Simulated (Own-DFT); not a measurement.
GaP (zincblende, strained, atoms displaced), SiC (4H silicon carbide, atoms displaced), SiC (4H silicon carbide, strained, atoms displaced), SiC (2H silicon carbide, atoms displaced) (calculated)

Computed with Own-DFT development build. A calculation, not a measurement: plane-wave PBE density functional theory by an unreviewed code, no spin, of a simulated periodic cell, stress positive in tension, free energy of the whole cell less one offset for each atom, forces on such cells passed a denser k mesh, this cell's mesh not checked; offsets are fitted by least squares, one for each functional and potential file, so energies compare only between cells with the same atoms and settings and are not formation energies; the far tail of each file's local potential was reset to the Coulomb form; each entry is a single point on an unrelaxed cell, so the pressure reflects the starting lattice, mostly measured values (interpolated for alloys), from which strain is counted, and rises with the displacements; printed positions are rounded, which can move forces by about a meV/angstrom; the program, named Own-DFT, is a retired in-house code; no spin-orbit coupling.

Common to all runs: functional PBE; potential files PseudoDojo norm-conserving, scalar-relativistic, standard set; wave cutoff 42 hartree; occupations Fermi-Dirac; smearing width 0.1 eV; hardware one NVIDIA H100.

(1) GaP (zincblende, strained, atoms displaced)

```
GaP
1.0
     10.8620     0.0000     0.0000
      0.0000    10.8620     0.0000
      0.0000     0.0000    10.9361
Ga P Ga P Ga P Ga P Ga P Ga P Ga P Ga P
4 4 4 4 4 4 4 4 4 4 4 4 4 4 4 4
Direct
  0.00366 0.99614 0.99729
  0.00231 0.25655 0.25227
  0.25371 0.00282 0.24602
  0.24684 0.25371 0.00514
  0.11734 0.12282 0.11784
  0.12374 0.37393 0.37408
  0.37873 0.11458 0.37842
  0.37413 0.37862 0.12889
  0.99994 0.99697 0.51330
  0.00014 0.24896 0.74869
  0.24876 0.99762 0.75723
  0.24417 0.24539 0.49959
  0.12407 0.12326 0.62721
  0.11368 0.36891 0.87435
  0.38087 0.12280 0.87225
  0.37511 0.37119 0.62890
  0.00043 0.49994 0.00141
  0.99852 0.74706 0.25492
  0.24777 0.49880 0.25250
  0.25288 0.75464 0.00636
  0.12565 0.62268 0.12722
  0.12055 0.86967 0.37343
  0.37346 0.62466 0.37479
  0.37755 0.87532 0.11888
  0.99909 0.50297 0.50079
  0.99176 0.74522 0.75162
  0.25523 0.49708 0.74755
  0.25017 0.74289 0.49916
  0.12762 0.62091 0.62826
  0.13120 0.87815 0.87397
  0.37171 0.62461 0.87616
  0.38452 0.87891 0.63291
  0.50853 0.00401 0.99973
  0.49833 0.25561 0.24704
  0.75171 0.00040 0.25570
  0.74494 0.25269 0.99748
  0.62597 0.12414 0.12049
  0.62095 0.37799 0.37555
  0.87301 0.12159 0.37064
  0.88077 0.37183 0.11865
  0.50581 0.00562 0.50210
  0.50253 0.25100 0.75732
  0.75498 0.99616 0.75117
  0.75009 0.24342 0.49573
  0.61701 0.12802 0.62742
  0.62299 0.37831 0.87539
  0.87738 0.13463 0.87585
  0.88446 0.37636 0.62372
  0.50089 0.49762 0.00218
  0.49791 0.74961 0.25938
  0.74762 0.50003 0.25562
  0.75453 0.75522 0.99293
  0.63081 0.61097 0.12719
  0.63111 0.87177 0.37505
  0.87073 0.62314 0.37707
  0.87536 0.87021 0.12638
  0.50086 0.50805 0.49679
  0.49709 0.74664 0.75408
  0.74895 0.49788 0.74308
  0.74631 0.75101 0.50376
  0.62013 0.62758 0.62404
  0.62220 0.87151 0.88277
  0.86617 0.62135 0.87503
  0.87330 0.87678 0.62667
```

- k mesh: 3 x 3 x 3 centred on Gamma
- free energy of cell above offsets: -33.602 eV
- pressure: 3.53 GPa
- stress xx: -3.67 GPa
- stress yy: -3.7 GPa
- stress zz: -3.22 GPa
- stress yz: -0.21 GPa
- stress xz: -0.47 GPa
- stress xy: -0.54 GPa
- wall time: 517.3 s

Force:
```
element  x (eV/Å)  y (eV/Å)  z (eV/Å)
     Ga    -0.907    -0.015    -0.152
     Ga     -0.47    -1.011    -0.713
     Ga    -0.706    -0.466    -0.124
     Ga     0.201    -0.404     -0.64
      P     0.953     0.452     1.333
      P     0.255      0.33     0.619
      P    -0.511     1.417    -0.648
      P    -0.364     -0.22    -0.466
     Ga     0.139     0.132    -1.589
     Ga    -0.127    -0.164    -0.297
     Ga     0.895     0.614    -1.026
     Ga       0.8     0.058    -0.021
      P     0.293    -0.078     0.354
      P     1.654     1.003     0.148
      P    -0.777     0.402     0.944
      P     0.327     0.063    -0.918
     Ga    -0.059     0.232    -0.393
     Ga    -0.214    -0.296     -0.47
     Ga     0.116     0.114    -0.089
     Ga    -0.518    -0.702     -0.62
      P    -0.106     0.401    -0.142
      P     0.727     0.825     0.631
      P    -0.251    -0.193    -0.015
      P     0.732     0.388     1.116
     Ga      0.39     0.073    -0.225
     Ga     0.807     0.153     0.091
     Ga    -0.776     -0.35     0.744
     Ga     0.003     1.076     0.619
      P    -0.377     0.416    -0.097
      P    -1.179    -1.356     0.373
      P     0.107    -0.239     0.474
      P    -1.029    -0.325    -0.937
     Ga    -0.964     -0.34    -0.164
     Ga     0.129    -0.903     0.415
     Ga    -0.283    -0.413    -1.242
     Ga       0.5     0.017     0.153
      P     0.321     0.516     1.175
      P     0.363    -0.551     0.271
      P     1.112     0.416     0.875
      P    -1.036     0.352     1.031
     Ga    -0.018    -1.229     0.027
     Ga    -0.356      0.15    -0.473
     Ga    -0.891     0.872     0.639
     Ga    -0.195     0.641     0.516
      P     1.618    -0.022     0.279
      P     0.322     0.001     -0.25
      P    -0.486    -1.367    -0.057
      P    -1.266    -0.545     -0.26
     Ga    -0.334     0.431    -0.094
     Ga     0.499    -0.117      -1.4
     Ga     0.817    -0.954     -0.43
     Ga    -0.464    -0.813     1.246
      P    -0.644     2.047    -0.396
      P    -0.763     0.585     0.279
      P     0.195     0.275     0.317
      P     0.172     0.521     -0.11
     Ga    -0.465    -0.964     0.479
     Ga     0.222     0.216     0.228
     Ga    -0.079    -0.095    -0.021
     Ga     0.492     -0.21    -0.056
      P     0.414    -0.118      0.39
      P      0.36      0.27    -1.224
      P     0.778    -0.111    -0.102
      P    -0.097    -0.887     0.094
```

(2) SiC (4H silicon carbide, atoms displaced)

```
SiC
1.0
      6.1654     0.0000     0.0000
     -3.0827     5.3394     0.0000
      0.0000     0.0000    10.0681
Si C Si C Si C Si C Si C Si C Si C Si C
2 2 2 2 2 2 2 2 2 2 2 2 2 2 2 2
Direct
  0.03144 0.02502 0.40807
  0.15820 0.33785 0.16192
  0.01329 0.99723 0.08834
  0.17279 0.30642 0.33698
  0.98360 0.48129 0.41952
  0.18046 0.80554 0.14967
  0.00897 0.49567 0.09585
  0.17990 0.84200 0.33780
  0.48981 0.96940 0.40337
  0.63938 0.32723 0.15102
  0.47235 0.98547 0.10045
  0.69578 0.37238 0.34128
  0.52938 0.49208 0.40207
  0.68165 0.82680 0.16236
  0.52613 0.49657 0.09996
  0.66225 0.84599 0.33371
  0.00623 0.01599 0.89958
  0.82507 0.65135 0.67691
  0.00622 0.01315 0.59238
  0.84473 0.68835 0.83860
  0.96019 0.46548 0.89930
  0.80543 0.16178 0.66153
  0.98744 0.50470 0.59150
  0.80739 0.15200 0.83425
  0.49703 0.02341 0.89436
  0.33542 0.65910 0.64049
  0.48014 0.99080 0.59700
  0.31749 0.66944 0.85706
  0.46385 0.45805 0.90670
  0.31380 0.13037 0.65250
  0.47387 0.50006 0.60888
  0.35185 0.16845 0.84215
```

- k mesh: 5 x 5 x 3 centred on Gamma
- free energy of cell above offsets: 7.306 eV
- pressure: 13.68 GPa
- stress xx: -16.69 GPa
- stress yy: -10.84 GPa
- stress zz: -13.52 GPa
- stress yz: -0.95 GPa
- stress xz: -0.28 GPa
- stress xy: 5.03 GPa
- wall time: 124.2 s

Force:
```
element  x (eV/Å)  y (eV/Å)  z (eV/Å)
     Si     -1.06    -5.723     0.247
     Si     2.865    -2.314    -1.812
      C    -0.929     0.475     0.117
      C    -0.772     6.029     1.452
     Si     2.637      2.15    -3.811
     Si    -5.735     1.171      2.09
      C    -2.796    -2.815    -2.053
      C    -0.863    -2.036      1.23
     Si    -1.404     3.111     0.427
     Si     7.402      -3.7     3.405
      C     6.339     3.855    -3.156
      C     1.883    -5.014    -1.681
     Si    -6.218     2.697     2.304
     Si    -0.787     1.217    -3.899
      C    -7.417     2.919    -3.392
      C     3.544    -1.679     3.551
     Si     0.145    -1.965      1.87
     Si     -1.89     1.238    -7.619
      C     -2.36    -2.056     0.875
      C     -0.48    -2.142     5.706
     Si     2.064     5.097     1.921
     Si     2.553      0.46    -3.986
      C     0.396    -1.305     2.897
      C     1.986     0.553     1.982
     Si     3.231    -7.189     5.291
     Si     -5.65     1.575     4.633
      C     2.659    -0.571    -2.346
      C     0.572    -1.839    -2.171
     Si    -0.138     7.956     1.645
     Si    -1.941     4.562     1.081
      C     7.815     -3.93    -3.416
      C    -5.651    -0.788    -3.382
```

(3) SiC (4H silicon carbide, strained, atoms displaced)

```
SiC
1.0
      9.2732     0.1608    -0.1798
     -4.4974     7.8581     0.0099
     -0.1958    -0.1006     9.9800
Si C Si C Si C Si C Si C Si C Si C Si C Si C Si C Si C Si C Si C Si C Si C Si C Si C Si C
2 2 2 2 2 2 2 2 2 2 2 2 2 2 2 2 2 2 2 2 2 2 2 2 2 2 2 2 2 2 2 2 2 2 2 2
Direct
  0.99822 0.00128 0.40624
  0.10601 0.21703 0.15426
  0.99763 0.98596 0.09341
  0.11377 0.23267 0.33605
  0.00260 0.33789 0.40041
  0.10910 0.56020 0.15927
  0.00764 0.34155 0.08603
  0.11092 0.54940 0.34362
  0.99518 0.66990 0.40293
  0.11322 0.89071 0.16113
  0.99828 0.66073 0.09552
  0.10653 0.87967 0.34069
  0.32551 0.99771 0.40585
  0.45139 0.23710 0.15259
  0.32582 0.00208 0.09682
  0.43414 0.21358 0.34304
  0.33946 0.33631 0.41209
  0.45216 0.55926 0.15319
  0.33245 0.33961 0.09257
  0.44548 0.55637 0.34767
  0.34335 0.67628 0.40763
  0.44070 0.88508 0.16144
  0.33506 0.66815 0.08923
  0.43693 0.90025 0.34519
  0.66591 0.00127 0.40734
  0.78806 0.22382 0.16003
  0.66339 0.00757 0.09581
  0.77277 0.21389 0.34829
  0.66273 0.32487 0.40794
  0.77108 0.54578 0.15125
  0.66871 0.33988 0.09583
  0.78161 0.55037 0.34816
  0.66088 0.66022 0.40314
  0.77788 0.89363 0.15730
  0.66248 0.65994 0.09452
  0.78317 0.89524 0.33851
  0.01310 0.00725 0.91640
  0.89031 0.78590 0.65249
  0.00233 0.00335 0.60009
  0.90457 0.78707 0.84493
  0.99373 0.65867 0.90972
  0.89028 0.44753 0.64476
  0.99559 0.66948 0.59641
  0.89142 0.44548 0.83535
  0.99447 0.32987 0.90036
  0.89020 0.11728 0.65321
  0.00397 0.34271 0.59761
  0.89507 0.11566 0.84723
  0.66380 0.99329 0.90478
  0.55367 0.78754 0.65610
  0.67713 0.01071 0.59401
  0.55213 0.77335 0.83803
  0.66395 0.66165 0.89954
  0.54075 0.44155 0.65343
  0.65913 0.66080 0.60037
  0.56164 0.45856 0.84541
  0.67294 0.34353 0.90224
  0.56150 0.11768 0.65865
  0.67168 0.33771 0.59490
  0.54916 0.10466 0.84713
  0.32658 0.99260 0.90686
  0.22731 0.77982 0.65470
  0.33384 0.00042 0.59103
  0.22271 0.78533 0.84369
  0.33441 0.66549 0.90752
  0.21761 0.43827 0.65185
  0.33271 0.66907 0.59880
  0.23146 0.44156 0.84245
  0.33449 0.32191 0.91235
  0.22598 0.11578 0.65559
  0.33698 0.33736 0.59259
  0.22979 0.10730 0.84384
```

* k mesh: 4 x 4 x 3 centred on Gamma
* free energy of cell above offsets: -5.459 eV
* pressure: 8.57 GPa
* stress xx: -3.67 GPa
* stress yy: -11.36 GPa
* stress zz: -10.67 GPa
* stress yz: -4.06 GPa
* stress xz: -6.81 GPa
* stress xy: 7.88 GPa
* wall time: 335.9 s

Force:
```
element  x (eV/Å)  y (eV/Å)  z (eV/Å)
     Si     0.748     0.711    -0.111
     Si     0.829     0.936    -0.884
      C    -1.821     2.206     1.401
      C         1    -1.567      2.21
     Si    -0.416    -1.094     1.383
     Si     2.229    -0.876    -0.636
      C    -0.783    -1.309     1.285
      C    -0.344     2.546     0.387
     Si     1.698    -1.453     1.423
     Si     0.831    -1.309    -1.344
      C    -1.544     0.944    -0.092
      C    -0.827     1.915     1.401
     Si    -0.785     0.516     0.338
     Si    -0.063    -2.397       0.8
      C     1.178     0.286    -0.295
      C     0.816     1.856     0.064
     Si    -1.025    -0.443    -2.477
     Si    -1.505    -0.154     0.602
      C     0.046    -1.054     0.815
      C    -0.131     0.148    -1.057
     Si    -1.541    -1.006     0.217
     Si    -0.475     1.528    -1.516
      C    -0.285     -0.07     1.888
      C     3.214    -1.957     0.274
     Si     0.027    -0.774    -0.312
     Si    -1.289     0.818    -0.854
      C     0.855      -1.5    -0.323
      C     0.762     1.779    -0.737
     Si    -0.597     0.584    -0.295
     Si     1.048     3.365     2.143
      C     0.769    -2.913    -1.343
      C    -1.993    -0.556    -1.259
     Si     1.589     1.175     1.141
     Si     0.171     -1.09    -1.553
      C     0.059     1.671    -0.695
      C     -0.92    -1.354     1.977
     Si    -0.637    -0.912    -2.922
     Si    -0.104    -1.754     1.767
      C    -0.228     1.095    -1.966
      C    -2.275    -0.798    -0.061
     Si     1.285     1.611    -1.057
     Si    -0.669     1.044     1.953
      C     1.217     0.723    -1.608
      C    -0.947    -0.457     0.491
     Si     1.579     1.852     0.287
     Si     1.123       0.3     1.524
      C     0.338    -1.607    -2.222
      C    -0.594    -2.143    -0.681
     Si      0.31     1.068     0.436
     Si     1.297     -1.04    -0.418
      C    -1.316    -1.287    -0.153
      C    -0.231     0.669     1.596
     Si     0.912     4.339     1.532
     Si      3.82     1.577     1.633
      C    -0.047     1.967    -1.759
      C    -0.272    -5.238    -1.383
     Si     0.291    -1.486     0.082
     Si    -0.697    -0.449    -0.046
      C    -1.641    -0.755    -0.204
      C     0.061      1.31    -0.313
     Si     1.843     1.152     1.271
     Si    -2.067     0.013     0.805
      C     0.173     0.641     0.394
      C     0.514    -3.333     -0.14
     Si    -0.319     0.192    -1.627
     Si     0.621     1.974     1.749
      C     0.652    -0.416    -1.588
      C    -1.598     -0.54    -0.008
     Si    -0.277     2.341    -1.557
     Si     0.273    -0.975      0.38
      C    -1.964    -1.792     0.007
      C    -1.948     1.002    -0.155
```

(4) SiC (2H silicon carbide, atoms displaced)

```
SiC
1.0
      9.2481     0.0000     0.0000
     -4.6241     8.0091     0.0000
      0.0000     0.0000    10.0681
Si C Si C Si C Si C Si C Si C Si C Si C Si C Si C Si C Si C Si C Si C Si C Si C Si C Si C
2 2 2 2 2 2 2 2 2 2 2 2 2 2 2 2 2 2 2 2 2 2 2 2 2 2 2 2 2 2 2 2 2 2 2 2
Direct
  0.00229 0.99968 0.99995
  0.10145 0.21447 0.25253
  0.00873 0.00243 0.18995
  0.12374 0.22393 0.44190
  0.98804 0.98878 0.49814
  0.09909 0.21156 0.75108
  0.01339 0.00564 0.68301
  0.11086 0.22994 0.94017
  0.00410 0.34058 0.99915
  0.11386 0.55614 0.25040
  0.01756 0.33662 0.19805
  0.11033 0.55981 0.45254
  0.00708 0.33524 0.51317
  0.11594 0.55105 0.75935
  0.00280 0.33407 0.68743
  0.11695 0.56303 0.93783
  0.99569 0.65875 0.00945
  0.10957 0.88473 0.25522
  0.99651 0.66155 0.18326
  0.08951 0.87987 0.44478
  0.00261 0.67004 0.50463
  0.09980 0.88693 0.74229
  0.01285 0.66898 0.68324
  0.10922 0.88434 0.94197
  0.33184 0.00562 0.99847
  0.44703 0.22380 0.25360
  0.34387 0.01013 0.19376
  0.44581 0.21992 0.43811
  0.34233 0.00499 0.50602
  0.44636 0.21286 0.75694
  0.32887 0.99577 0.67544
  0.45900 0.22975 0.94354
  0.33954 0.33342 0.00514
  0.45314 0.55579 0.24724
  0.33662 0.33306 0.19111
  0.44425 0.55427 0.43177
  0.31862 0.32899 0.49936
  0.44495 0.55732 0.75175
  0.34713 0.34475 0.68389
  0.43962 0.56114 0.93137
  0.32575 0.67426 0.99829
  0.45359 0.89197 0.25178
  0.33255 0.66910 0.18794
  0.44935 0.88678 0.43880
  0.34849 0.67202 0.49600
  0.45483 0.90093 0.74614
  0.32321 0.66307 0.68266
  0.44059 0.89055 0.93404
  0.66561 0.99703 0.00716
  0.76600 0.20567 0.24582
  0.66798 0.00930 0.19469
  0.79242 0.23277 0.44312
  0.65702 0.99908 0.49489
  0.76957 0.22988 0.74270
  0.66680 0.00814 0.68977
  0.76519 0.22730 0.94300
  0.66192 0.32295 0.00405
  0.77174 0.55874 0.26188
  0.66933 0.34200 0.19034
  0.78220 0.55930 0.43809
  0.66038 0.32157 0.50527
  0.78144 0.55822 0.74961
  0.67266 0.33115 0.69392
  0.78441 0.56360 0.94166
  0.66226 0.67327 0.98807
  0.77734 0.88096 0.24720
  0.65726 0.67592 0.17905
  0.76844 0.87650 0.44203
  0.67098 0.67288 0.49043
  0.77882 0.89054 0.76492
  0.66238 0.66120 0.69507
  0.78072 0.87569 0.92952
```

* k mesh: 4 x 4 x 3 centred on Gamma
* free energy of cell above offsets: -1.655 eV
* pressure: 7.05 GPa
* stress xx: -5.03 GPa
* stress yy: -6.89 GPa
* stress zz: -9.22 GPa
* stress yz: -0.82 GPa
* stress xz: -0.78 GPa
* stress xy: 0.2 GPa
* wall time: 355.6 s

Force:
```
element  x (eV/Å)  y (eV/Å)  z (eV/Å)
     Si     0.254     0.273     0.166
     Si     3.012      1.34     0.942
      C    -1.593    -1.486     -0.43
      C    -5.345    -3.173    -1.506
     Si    -0.011     2.257     0.593
     Si      1.94     2.889     0.094
      C    -3.505    -1.071     0.462
      C     0.989     -1.74     -0.42
     Si    -0.738    -0.578     1.331
     Si    -0.513     0.095     1.988
      C    -3.773    -0.444    -2.433
      C     1.775    -0.165    -2.708
     Si     0.151     0.744    -3.258
     Si    -0.998      1.01    -2.693
      C    -0.842      -0.8     3.006
      C    -1.525    -1.426     0.932
     Si    -0.346      1.32    -2.772
     Si     0.928     0.094     -0.23
      C    -0.118      0.47     3.402
      C     3.418     1.195    -1.797
     Si     0.025    -1.307    -0.621
     Si     3.364    -0.926     1.733
      C    -2.023     -0.92     2.309
      C     -0.11     0.838    -1.088
     Si     0.696    -0.674     1.072
     Si     0.137     0.691    -0.089
      C    -0.556    -2.118    -0.684
      C    -0.611     0.192     0.554
     Si    -1.598    -0.979    -3.868
     Si    -1.327     1.685    -1.756
      C     0.351     0.695     5.121
      C    -3.445    -1.931    -1.339
     Si    -1.013     1.031    -0.774
     Si    -3.021    -0.526    -0.049
      C     -0.38    -0.286    -0.141
      C     0.823    -0.156     0.385
     Si     5.666     2.463     1.485
     Si    -1.004      0.08     -1.46
      C     -0.92    -2.521     1.295
      C     0.146    -0.546     2.142
     Si     2.494    -0.211      0.67
     Si    -2.336    -0.904    -0.178
      C     0.747     0.399    -0.169
      C    -1.873     0.642    -0.862
     Si    -2.597    -1.741     1.149
     Si    -1.858    -2.824     0.182
      C     2.811     1.482     0.978
      C     0.579     0.912     0.733
     Si    -0.581     0.622     -1.85
     Si     1.048     8.039     2.837
      C     1.954    -5.179    -2.245
      C    -1.311    -2.399    -1.005
     Si     3.158     1.503     1.686
     Si     5.014     -2.09     2.769
      C     1.691    -0.481    -0.612
      C     5.018    -2.062    -1.451
     Si    -0.541     4.781     1.669
     Si     1.215    -0.116     -3.29
      C     0.343    -1.321     0.391
      C    -0.606    -0.999      1.88
     Si     0.416     2.157    -0.722
     Si     0.549     0.205     0.601
      C    -4.274     2.151    -1.886
      C    -0.964    -1.789    -0.638
     Si     0.997    -3.523     1.626
     Si    -0.206     2.019     0.909
      C     2.517     -0.83    -0.018
      C    -0.727     4.201     -2.03
     Si    -0.356    -4.323     3.363
     Si     -0.28    -0.111    -7.125
      C     0.708     1.913    -1.619
      C    -1.112     4.286     5.359
```
